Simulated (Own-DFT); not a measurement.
# Response to strain: diamond silicon, 64 atoms (Si64)

All numbers below are calculated, not measured. The program, named Own-DFT, is a retired in-house plane-wave density functional code that no person has reviewed. Each row is one single-point run on a periodic cell that was not relaxed, without spin or spin-orbit coupling.

Settings of every run: PBE; PseudoDojo norm-conserving scalar-relativistic files; cutoff 20 hartree; 3 x 3 x 3 k mesh centred on Gamma; Fermi-Dirac smearing of 0.1 eV.

Known limits: k mesh not checked against a denser one; stress not checked against mesh or cutoff.

Unstrained cell vectors in Å: (10.862, 0.000, 0.000); (0.000, 10.862, 0.000); (0.000, 0.000, 10.862). The unstrained cell has measured lattice constants (interpolated for alloys), not those of this functional. That, the random moves and any unrelaxed bonds set the pressure at no strain. Each run strains this cell uniformly, with the atoms carried along. Every atom was also moved at random, by a Gaussian of width 0.05 Å on each axis. Strain is the symmetric tensor, in per cent. Stress is positive in tension, and the pressure is minus a third of its trace.

```
run,e_xx (%),e_yy (%),e_zz (%),e_yz (%),e_xz (%),e_xy (%),s_xx (GPa),s_yy (GPa),s_zz (GPa),s_yz (GPa),s_xz (GPa),s_xy (GPa),P (GPa),E (meV/atom)
1,-0.06,-1.09,-1.87,-1.10,0.43,-0.27,-4.82,-5.70,-6.42,-1.72,1.07,-0.69,5.65,19.7
2,1.45,1.25,-0.10,0.66,0.23,-1.92,0.39,0.20,-0.91,0.27,-0.49,-3.70,0.10,0.0
3,1.11,0.68,0.59,-1.03,0.35,-0.10,-0.09,-0.56,-0.48,-2.42,0.53,0.68,0.38,3.6
4,-0.60,0.77,-0.16,0.94,0.99,1.14,-3.03,-1.84,-2.75,1.40,2.40,2.21,2.54,8.5
5,0.93,1.44,-0.60,-1.15,1.37,-0.80,-0.87,-0.23,-2.22,-3.05,3.32,-0.58,1.11,16.1
6,-0.21,0.57,-0.31,0.19,-0.28,0.99,-2.84,-2.07,-2.85,0.65,-0.76,1.92,2.59,13.6
7,1.53,0.69,-1.50,-0.89,1.71,0.43,-0.77,-1.60,-3.42,-2.17,3.59,0.20,1.93,13.7
8,-0.31,1.60,-0.09,0.92,0.93,-1.35,-2.32,-0.61,-2.09,1.73,1.35,-3.66,1.68,22.8
9,-1.04,1.36,-1.82,-0.78,-0.24,-1.92,-4.70,-2.38,-5.25,-2.00,-1.14,-3.48,4.11,21.2
10,-1.56,0.77,1.60,-1.08,-1.44,1.27,-3.61,-1.69,-0.88,-2.05,-3.44,3.21,2.06,17.6
11,-1.28,0.02,-0.50,1.99,-1.70,-0.38,-5.27,-4.06,-4.57,4.44,-3.67,-0.11,4.63,34.2
12,0.99,-0.12,-0.53,-0.81,-0.82,0.62,-1.63,-2.69,-3.03,-1.34,-1.59,1.53,2.45,16.8
13,-1.31,-1.96,0.99,0.53,-0.05,-1.55,-5.66,-6.01,-3.28,1.55,-0.43,-3.04,4.98,26.7
14,-0.60,0.09,0.70,-0.55,0.88,0.89,-3.25,-2.75,-2.20,-2.06,3.20,2.58,2.73,28.4
15,-1.03,0.22,1.84,-1.53,-1.02,0.25,?,?,?,?,?,?,?,?
```

E is the free energy for each atom above the lowest run shown.

## Worked fit

Each stress component was fitted by least squares to a constant and the strains of the runs shown, as fractions, with shears doubled. Shear strains stay in the fit of a normal stress only where such slopes are resolved. The slopes, in GPa:

```
stress  at no strain  per e_xx  per e_yy  per e_zz  scatter
  s_xx          -2.8   160 ± 4    70 ± 4    66 ± 4     0.13
  s_yy          -2.8    68 ± 4   157 ± 4    61 ± 4     0.13
  s_zz          -2.7    72 ± 4    66 ± 4   154 ± 4     0.15
```

Each shear stress against twice its own strain: yz 102 ± 6, xz 119 ± 8, xy 98 ± 8 GPa. These are stiffnesses along x, y and z of the frame in which the cell vectors are given, which need not be the crystal's axes. The atoms are held to the strained lattice; where symmetry lets them move under strain, relaxing them would lower some slopes. The table should be nearly symmetric about its diagonal, and what it lacks of that shows the noise. A ninth of its sum, 97 ± 2 GPa, estimates the bulk modulus near the mean pressure of these runs, 2.6 GPa, so it lies above the value at zero pressure.

## Withheld run

Question: what normal stresses and pressure should run 15 give?

The fit gives s_xx = -3.1, s_yy = -2.0, s_zz = -0.5 and P = 1.8 GPa. The calculation gave -3.24, -2.19, -0.52 and P = 1.98 GPa.
